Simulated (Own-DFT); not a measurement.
# Point defects and the pressure they add: D0_22 TiAl3

Everything here is calculated. The program is Own-DFT (plane waves, in-house, since retired, never reviewed by a person); positions were held fixed, and spin and spin-orbit coupling were off.

All runs used: PBE; PseudoDojo norm-conserving scalar-relativistic files; cutoff 42 hartree; 4 x 4 x 4 k mesh centred on Gamma; cold (Marzari-Vanderbilt) smearing of 0.2 eV.

Known weak points: forces on such cells failed a check on a denser k mesh; stress not checked against mesh or cutoff.

All runs share one cell, with vectors in Å (-2.365, -6.981, 4.326); (-7.667, 3.491, 1.442); (-2.950, -3.488, -7.241) and a volume of 625.4 Å³. u is the rms random offset of the atoms per axis. The defect's site can differ from row to row.

```
                     cell   formula   u (Å)  P (GPa)
                no defect  Al30Ti10  0.0202     1.98
                no defect  Al30Ti10  0.0210     1.97
                no defect  Al30Ti10  0.0528     2.71
two Ti on an Al site each  Al28Ti12  0.0292     3.10
two Ti on an Al site each  Al28Ti12  0.0338     3.39
two Ti on an Al site each  Al28Ti12  0.0576     3.83
           one Ti vacancy   Al30Ti9  0.0267     1.87
           one Ti vacancy   Al30Ti9  0.0310     1.89
           one Ti vacancy   Al30Ti9  0.0506     2.35
         two Al vacancies  Al28Ti10  0.0289     1.14
         two Al vacancies  Al28Ti10  0.0302     1.11
         two Al vacancies  Al28Ti10  0.0511     1.75
         two Al vacancies  Al28Ti10  0.0532        ?
 two Al on a Ti site each   Al32Ti8  0.0306     2.91
 two Al on a Ti site each   Al32Ti8  0.0464     3.23
 two Al on a Ti site each   Al32Ti8  0.0523     3.35
```

## Worked fit

P = P0 + c u² + a shift for each defect gives P0 = 1.87 GPa, c = 289 ± 19 GPa/Å² and a scatter of 0.07 GPa. The shifts, and each times the cell's volume:

- two Ti on an Al site each: 1.06 ± 0.06 GPa, 4.1 eV (2.1 eV for each of its 2 sites)
- two Al on a Ti site each: 0.73 ± 0.06 GPa, 2.9 eV (1.4 eV for each of its 2 sites)
- one Ti vacancy: -0.24 ± 0.06 GPa, -0.9 eV
- two Al vacancies: -0.95 ± 0.06 GPa, -3.7 eV (-1.9 eV for each of its 2 sites)

A positive shift means that the defect pushes the cell outwards. Shift times volume (160.2 GPa Å³ is 1 eV) depends little on the cell's size, so, taken for each site, it can be compared between cells at like pressure. The atoms around the defects weren't relaxed, which would change these numbers.

## Check

The question: what pressure belongs in the blank (two Al vacancies, u = 0.0532 Å)?

Estimate: 1.73 ± 0.08 GPa. The calculation gave 1.76 GPa.
